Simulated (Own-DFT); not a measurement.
# Response to strain: wurtzite AlGaN with randomly placed atoms, 96 atoms (Al12Ga36N48)

All numbers below are calculated, not measured. The program, named Own-DFT, is a retired in-house plane-wave density functional code that no person has reviewed. Each row is one single-point run on a periodic cell that was not relaxed, without spin or spin-orbit coupling.

Settings of every run: PBE; PseudoDojo norm-conserving scalar-relativistic files (stringent for Ga); cutoff 96 hartree; 3 x 4 x 3 k mesh centred on Gamma; Gaussian smearing of 0.01 eV.

Known limits: k mesh not checked against a denser one; stress not checked against mesh or cutoff.

Unstrained cell vectors in Å: (12.679, 0.000, 0.000); (-4.755, 8.235, 0.000); (0.000, 0.000, 10.268). The unstrained cell has measured lattice constants (interpolated for alloys), not those of this functional. That, the random moves and any unrelaxed bonds set the pressure at no strain. Each run strains this cell uniformly, with the atoms carried along. Every atom was also moved at random, by a Gaussian of width 0.05 Å on each axis. The random placing of the alloy's atoms differs from row to row. Strain is the symmetric tensor, in per cent. Stress is positive in tension, and the pressure is minus a third of its trace.

| run | e_xx (%) | e_yy (%) | e_zz (%) | s_xx (GPa) | s_yy (GPa) | s_zz (GPa) | P (GPa) | E (meV/atom) |
|---|---|---|---|---|---|---|---|---|
| 1 | -3.00 | -3.00 | 0.00 | -27.83 | -26.76 | -10.78 | 21.79 | 75.1 |
| 2 | 2.00 | 2.00 | 0.00 | 4.12 | 2.07 | -5.70 | -0.16 | 10.7 |
| 3 | -2.75 | -2.75 | 0.00 | -25.80 | -25.02 | -10.56 | 20.46 | 71.3 |
| 4 | -0.50 | -0.50 | 0.00 | -11.58 | -9.95 | -7.45 | 9.66 | 23.9 |
| 5 | -1.75 | -1.75 | 0.00 | -18.42 | -17.58 | -10.48 | 15.49 | 47.4 |
| 6 | 2.50 | 2.50 | 0.00 | 5.18 | 5.61 | -5.29 | -1.84 | 7.3 |
| 7 | 1.00 | 1.00 | 0.00 | -1.48 | -1.85 | -5.82 | 3.05 | 0.0 |
| 8 | 0.50 | 0.50 | 0.00 | -3.34 | -6.12 | -5.92 | 5.12 | 10.2 |
| 9 | -2.50 | -2.50 | 0.00 | ? | ? | ? | ? | ? |

E is the free energy for each atom above the lowest run shown.

## Worked fit

The change of volume is close to e_xx + e_yy + e_zz. A straight line through the runs shown gives P = 8.19 - 218 x (fractional change of volume) GPa, with an error of 7 on the slope and a scatter of 0.80 GPa. The strain isn't the same on all axes and the cell isn't cubic, so the slope belongs to this path and is not the bulk modulus.

## Withheld run

Question: what pressure should run 9 give? Its volume changes by -4.94 %.

The line gives 19.0 GPa. The calculation gave 18.92 GPa.
